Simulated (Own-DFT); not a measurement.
# Response to strain: wurtzite AlN, 72 atoms (Al36N36)

Calculated results; nothing here was measured. They come from Own-DFT, an in-house plane-wave density functional program, since retired, whose code no person has reviewed. Each row is one single-point run on a periodic cell that was not relaxed, without spin or spin-orbit coupling.

Settings of every run: PBE; PseudoDojo norm-conserving scalar-relativistic files; cutoff 42 hartree; 4 x 4 x 3 k mesh centred on Gamma; Gaussian smearing of 0.01 eV.

Known limits: k mesh not checked against a denser one; stress not checked against mesh or cutoff.

Unstrained cell vectors in Å: (9.336, 0.000, 0.000); (-4.668, 8.085, 0.000); (0.000, 0.000, 9.964). The unstrained cell has measured lattice constants (interpolated for alloys), not those of this functional. That, the random moves and any unrelaxed bonds set the pressure at no strain. Each run strains this cell uniformly, with the atoms carried along. Every atom was also moved at random, by a Gaussian of width 0.05 Å on each axis. Strain is the symmetric tensor, in per cent. Stress is positive in tension, and the pressure is minus a third of its trace.

```
run,e_xx (%),e_yy (%),e_zz (%),s_xx (GPa),s_yy (GPa),s_zz (GPa),P (GPa),E (meV/atom)
1,-1.75,-1.75,0.00,-16.24,-17.59,-8.14,13.99,34.1
2,1.25,1.25,0.00,-0.54,2.82,-3.20,0.31,0.0
3,2.75,2.75,0.00,6.87,8.88,-1.32,-4.81,24.9
4,-2.75,-2.75,0.00,-23.46,-24.33,-10.49,19.42,63.7
5,-0.50,-0.50,0.00,-10.16,-7.16,-7.48,8.27,28.0
6,2.00,2.00,0.00,5.84,4.34,-3.84,-2.11,3.1
7,-0.75,-0.75,0.00,-9.65,-8.25,-7.53,8.48,2.2
8,-1.25,-1.25,0.00,-12.41,-15.37,-6.74,11.51,26.3
9,2.25,2.25,0.00,?,?,?,?,?
```

E is the free energy for each atom above the lowest run shown.

## Worked fit

The change of volume is close to e_xx + e_yy + e_zz. A straight line through the runs shown gives P = 6.41 - 217 x (fractional change of volume) GPa, with an error of 8 on the slope and a scatter of 0.85 GPa. The strain isn't the same on all axes and the cell isn't cubic, so the slope belongs to this path and is not the bulk modulus.

## Withheld run

Question: what pressure should run 9 give? Its volume changes by 4.55 %.

The line gives -3.5 GPa. The calculation gave -3.24 GPa.
